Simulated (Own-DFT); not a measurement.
## Calculated data, W₃₂C₃₁ (WC crystal with one vacancy, atoms displaced)

A calculation, not a measurement: plane-wave density functional theory by an unreviewed code, no spin, of a simulated periodic cell, stress positive in tension, run twice, with PBE and with PBEsol, both on files made for PBE, so the change isn't that of files made for PBEsol, forces on such cells moved up to 12 meV/angstrom on a denser k mesh; the far tail of each file's local potential was reset to the Coulomb form; each entry is a single point on an unrelaxed cell, so the pressure reflects the starting lattice, taken from the Materials Project, from which strain is counted, and rises with the displacements; printed positions are rounded, which can move forces by about a meV/angstrom; the program, named Own-DFT, is a retired in-house code; no spin-orbit coupling; stress was not checked against mesh or cutoff. Program: Own-DFT development build.

### W₃₂C₃₁ (WC crystal with one vacancy, atoms displaced)

```
CELL_PARAMETERS angstrom
5.83320 -5.05170 -2.83940
0.00000 -5.05170 8.51830
-5.83320 -5.05170 -2.83940
ATOMIC_POSITIONS crystal
W 0.68545 0.87537 0.93422
C 0.68527 0.94817 0.68959
W 0.38982 0.75730 0.86968
C 0.37499 0.82324 0.62506
W 0.19500 0.37264 0.94428
C 0.18842 0.45940 0.68496
W 0.06527 0.63180 0.81839
C 0.06397 0.70360 0.55797
W 0.93749 0.87532 0.68455
C 0.94058 0.95909 0.43938
W 0.88665 0.25040 0.88118
C 0.87483 0.33051 0.61785
W 0.74764 0.50159 0.75564
C 0.74902 0.58698 0.50584
W 0.62887 0.74838 0.62337
C 0.62567 0.83765 0.37341
W 0.56764 0.12555 0.82021
C 0.55856 0.20776 0.56888
W 0.43449 0.37453 0.68659
C 0.44646 0.46180 0.43184
W 0.31393 0.62543 0.56572
C 0.31151 0.70522 0.31563
W 0.19175 0.87640 0.44509
C 0.19006 0.95225 0.17835
W 0.23975 0.00414 0.74230
C 0.25068 0.07608 0.48966
W 0.12855 0.24584 0.63049
C 0.11411 0.32764 0.38381
W 0.00170 0.49435 0.50542
C 0.99578 0.58628 0.24689
W 0.88474 0.74304 0.36799
C 0.88188 0.83157 0.11760
W 0.80665 0.11855 0.56891
C 0.81695 0.21405 0.32164
W 0.68511 0.37391 0.44325
C 0.69020 0.45673 0.18094
W 0.56817 0.62560 0.30516
C 0.55752 0.70799 0.05335
W 0.44815 0.87562 0.19425
C 0.44157 0.95505 0.92383
W 0.49154 0.99231 0.50299
C 0.49583 0.08425 0.24871
W 0.37262 0.25016 0.37248
C 0.36770 0.33220 0.12378
W 0.25234 0.49525 0.25160
C 0.24094 0.58302 0.99015
W 0.13022 0.74939 0.13762
C 0.12207 0.83959 0.87766
W 0.05720 0.12290 0.30732
C 0.06196 0.21075 0.06258
W 0.94481 0.38136 0.19821
C 0.93657 0.45504 0.92793
W 0.80909 0.62647 0.05534
C 0.81310 0.70978 0.82423
W 0.74530 0.00129 0.25921
C 0.75309 0.08047 0.99671
W 0.61762 0.25493 0.13005
C 0.62038 0.32725 0.88454
W 0.51327 0.49853 0.99855
C 0.48867 0.58539 0.75322
W 0.31234 0.12872 0.06012
C 0.31890 0.20282 0.81998
W 0.00796 0.99871 0.00099
```

* functional: PBE, then PBEsol
* potential files: PseudoDojo norm-conserving, scalar-relativistic, standard set
* wave cutoff: 50 hartree
* occupations: cold (Marzari-Vanderbilt)
* smearing width: 0.2 eV
* k mesh: 4 x 4 x 4 centred on Gamma
* PBE pressure: 4.83 GPa
* PBE stress xx: -2.54 GPa
* PBE stress yy: -5.58 GPa
* PBE stress zz: -6.37 GPa
* PBE stress yz: 0.16 GPa
* PBE stress xz: -0.19 GPa
* PBE stress xy: -0.41 GPa
* PBEsol pressure: -3.13 GPa
* PBEsol stress xx: 5.24 GPa
* PBEsol stress yy: 2.27 GPa
* PBEsol stress zz: 1.88 GPa
* PBEsol stress yz: 0.16 GPa
* PBEsol stress xz: -0.18 GPa
* PBEsol stress xy: -0.41 GPa
* rms change of force components from PBE to PBEsol: 0.022 eV/Å

Force:
```tsv
force element	PBE force x (eV/Å)	PBE force y (eV/Å)	PBE force z (eV/Å)	PBEsol force x (eV/Å)	PBEsol force y (eV/Å)	PBEsol force z (eV/Å)
W	0.387	-1.765	-0.888	0.378	-1.718	-0.882
C	0.508	-0.814	1.398	0.502	-0.803	1.374
W	-4.16	3.249	-0.767	-4.088	3.217	-0.769
C	0.493	-0.919	1.716	0.494	-0.913	1.701
W	0.311	1.849	2.785	0.299	1.831	2.734
C	-0.503	-0.295	-0.774	-0.488	-0.289	-0.767
W	0.576	1.935	-0.473	0.567	1.925	-0.469
C	-0.767	-0.794	0.272	-0.757	-0.787	0.27
W	-0.241	0.158	-1.549	-0.235	0.196	-1.582
C	-0.129	0.46	-0.02	-0.133	0.454	-0.019
W	-0.807	2.181	1.842	-0.838	2.124	1.872
C	-1.208	-1.063	-1.25	-1.183	-1.05	-1.241
W	1.377	1.04	-0.582	1.352	1.013	-0.571
C	0.979	0.692	-0.8	0.967	0.687	-0.793
W	-0.516	0.322	-0.079	-0.54	0.307	-0.064
C	0.039	-0.047	-1.575	0.032	-0.039	-1.549
W	0.664	1.607	0.432	0.647	1.6	0.429
C	0.565	0.485	-0.299	0.568	0.472	-0.295
W	-0.076	-0.816	-0.459	-0.077	-0.813	-0.452
C	-1.258	0.536	-0.174	-1.241	0.534	-0.171
W	0.628	1.449	-0.593	0.612	1.419	-0.587
C	0.562	-0.657	-0.15	0.553	-0.651	-0.145
W	0.55	2.924	-0.094	0.546	2.883	-0.101
C	-0.752	-1.733	0.524	-0.751	-1.704	0.52
W	0.065	-1.818	-3.137	0.123	-1.824	-3.156
C	-1.049	-0.992	1.326	-1.041	-0.98	1.303
W	0.212	0.435	1.757	0.263	0.397	1.793
C	1.591	-0.914	-0.263	1.563	-0.902	-0.258
W	-0.183	0	1.624	-0.167	0.016	1.611
C	0.518	-0.392	-1.512	0.512	-0.394	-1.496
W	-2.83	-0.866	2.282	-2.802	-0.864	2.252
C	-1.252	-0.58	0.305	-1.227	-0.578	0.297
W	1.102	-0.434	1.655	1.099	-0.366	1.69
C	-0.402	1.452	-0.225	-0.409	1.424	-0.23
W	1.029	-0.357	0.217	1.026	-0.353	0.209
C	-0.735	-1.209	-0.346	-0.728	-1.189	-0.333
W	-1.469	-0.356	-0.342	-1.456	-0.353	-0.337
C	0.087	-1.725	-0.666	0.099	-1.711	-0.658
W	-0.286	3.204	1.44	-0.286	3.161	1.411
C	-1.214	-1.393	1.093	-1.183	-1.375	1.08
W	1.481	-1.942	1.194	1.48	-1.898	1.178
C	-0.083	-0.623	-0.266	-0.085	-0.618	-0.263
W	-0.874	-0.352	-0.964	-0.856	-0.346	-0.948
C	0.37	-1.525	-0.543	0.364	-1.506	-0.54
W	-0.089	-0.434	1.537	-0.09	-0.419	1.515
C	-0.008	-2.519	-1.141	-0.017	-2.482	-1.126
W	2.391	2.317	1.035	2.347	2.303	1.038
C	0.891	0.206	-0.521	0.873	0.211	-0.499
W	-0.42	-1.652	-0.883	-0.416	-1.648	-0.867
C	-0.051	-0.446	-0.597	-0.041	-0.446	-0.59
W	0.226	3.436	0.202	0.22	3.393	0.186
C	-0.596	-1.679	-0.13	-0.594	-1.653	-0.126
W	-0.298	-1.753	-1.962	-0.3	-1.725	-1.945
C	1.699	1.322	0.857	1.677	1.306	0.847
W	2.537	0.038	0.333	2.495	0.036	0.327
C	-0.38	-1.118	0.07	-0.377	-1.099	0.072
W	1.689	-0.293	-2.656	1.665	-0.274	-2.608
C	1.505	-0.412	0.748	1.478	-0.415	0.739
W	-2.631	2.212	2.099	-2.584	2.176	2.061
C	1.701	-0.776	-1.145	1.683	-0.773	-1.129
W	-0.373	0.616	-2.682	-0.371	0.593	-2.632
C	0.311	0.581	1.604	0.302	0.571	1.585
W	-1.404	0.757	0.163	-1.426	0.708	0.106
```
